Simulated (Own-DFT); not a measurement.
# What a defect does to the pressure of its cell: D0_22 TiAl3

Calculated, not measured: single-point runs of Own-DFT, a retired in-house plane-wave DFT program that no person has reviewed, on unrelaxed cells, without spin or spin-orbit coupling.

Method: PBE; PseudoDojo norm-conserving scalar-relativistic files; cutoff 42 hartree; 4 x 4 x 4 k mesh centred on Gamma; cold (Marzari-Vanderbilt) smearing of 0.2 eV.

Keep in mind: forces on such cells failed a check on a denser k mesh; stress not checked against mesh or cutoff.

All runs share one cell, with vectors in Å (-2.365, -6.981, 4.326); (-7.667, 3.491, 1.442); (-2.950, -3.488, -7.241) and a volume of 625.4 Å³. Atoms were moved at random from their sites; u is the rms move along one axis. The defect's site can differ from row to row.

```
cell,formula,u (Å),P (GPa)
no defect,Al30Ti10,0.0173,1.94
no defect,Al30Ti10,0.0419,2.39
no defect,Al30Ti10,0.0522,2.67
two Al vacancies,Al28Ti10,0.0288,1.11
two Al vacancies,Al28Ti10,0.0295,1.21
two Al vacancies,Al28Ti10,0.0509,1.90
two Ti on an Al site each,Al28Ti12,0.0310,3.32
two Ti on an Al site each,Al28Ti12,0.0321,?
two Ti on an Al site each,Al28Ti12,0.0483,3.52
two Ti on an Al site each,Al28Ti12,0.0540,3.72
two Al on a Ti site each,Al32Ti8,0.0287,2.89
two Al on a Ti site each,Al32Ti8,0.0294,2.88
two Al on a Ti site each,Al32Ti8,0.0520,3.44
one Ti vacancy,Al30Ti9,0.0301,1.84
one Ti vacancy,Al30Ti9,0.0430,2.26
one Ti vacancy,Al30Ti9,0.0510,2.30
```

## Fit

P = P0 + c u² + a shift for each defect gives P0 = 1.85 GPa, c = 301 ± 29 GPa/Å² and a scatter of 0.10 GPa. The shifts, and each times the cell's volume:

- two Ti on an Al site each: 1.04 ± 0.08 GPa, 4.1 eV (2.0 eV for each of its 2 sites)
- two Al on a Ti site each: 0.77 ± 0.08 GPa, 3.0 eV (1.5 eV for each of its 2 sites)
- one Ti vacancy: -0.26 ± 0.08 GPa, -1.0 eV
- two Al vacancies: -0.88 ± 0.08 GPa, -3.4 eV (-1.7 eV for each of its 2 sites)

Against the defect-free cell, a freed cell would be larger where the shift is positive and smaller where it is negative (160.2 GPa Å³ is 1 eV). The atoms around the defects weren't relaxed, which would change these numbers.

## Prediction

Q: what pressure belongs in the blank (two Ti on an Al site each, u = 0.0321 Å)?

From the fit: 3.21 ± 0.11 GPa. The calculation gave 3.38 GPa.
